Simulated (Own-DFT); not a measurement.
# Response to strain: wurtzite AlN, 72 atoms (Al36N36)

All numbers below are calculated, not measured. The program, named Own-DFT, is a retired in-house plane-wave density functional code that no person has reviewed. Each row is one single-point run on a periodic cell that was not relaxed, without spin or spin-orbit coupling.

Settings of every run: PBE; PseudoDojo norm-conserving scalar-relativistic files; cutoff 42 hartree; 3 x 3 x 2 k mesh centred on Gamma; Fermi-Dirac smearing of 0.1 eV.

Known limits: forces on such cells moved up to 12 meV/angstrom on a denser k mesh; stress not checked against mesh or cutoff.

Unstrained cell vectors in Å: (9.336, 0.000, 0.000); (-4.668, 8.085, 0.000); (0.000, 0.000, 9.964). The unstrained cell has measured lattice constants (interpolated for alloys), not those of this functional. That, the random moves and any unrelaxed bonds set the pressure at no strain. Each run strains this cell uniformly, with the atoms carried along. Every atom was also moved at random, by a Gaussian of width 0.05 Å on each axis. Strain is the symmetric tensor, in per cent. Stress is positive in tension, and the pressure is minus a third of its trace.

```
run  e_xx (%)  e_yy (%)  e_zz (%)  s_xx (GPa)  s_yy (GPa)  s_zz (GPa)  P (GPa)  E (meV/atom)
  1      2.75      2.75      0.00        7.89        8.50       -2.68    -4.57          16.3
  2     -2.00     -2.00      0.00      -17.39      -18.33       -9.81    15.18          40.7
  3     -2.25     -2.25      0.00      -19.97      -23.95       -6.72    16.88          69.0
  4     -0.75     -0.75      0.00      -13.22       -9.60       -5.12     9.31          23.7
  5      3.00      3.00      0.00       10.48       10.23       -4.77    -5.31          21.9
  6     -1.75     -1.75      0.00      -14.16      -17.17      -10.47    13.93          38.3
  7     -2.75     -2.75      0.00      -24.69      -26.66       -8.55    19.97          77.7
  8      2.25      2.25      0.00        7.97        5.10       -2.88    -3.40           0.0
  9      2.00      2.00      0.00           ?           ?           ?        ?             ?
```

E is the free energy for each atom above the lowest run shown.

## Worked fit

The change of volume is close to e_xx + e_yy + e_zz. A straight line through the runs shown gives P = 7.06 - 215 x (fractional change of volume) GPa, with an error of 6 on the slope and a scatter of 0.83 GPa. The strain isn't the same on all axes and the cell isn't cubic, so the slope belongs to this path and is not the bulk modulus.

## Withheld run

Question: what pressure should run 9 give? Its volume changes by 4.04 %.

The line gives -1.6 GPa. The calculation gave -2.26 GPa.
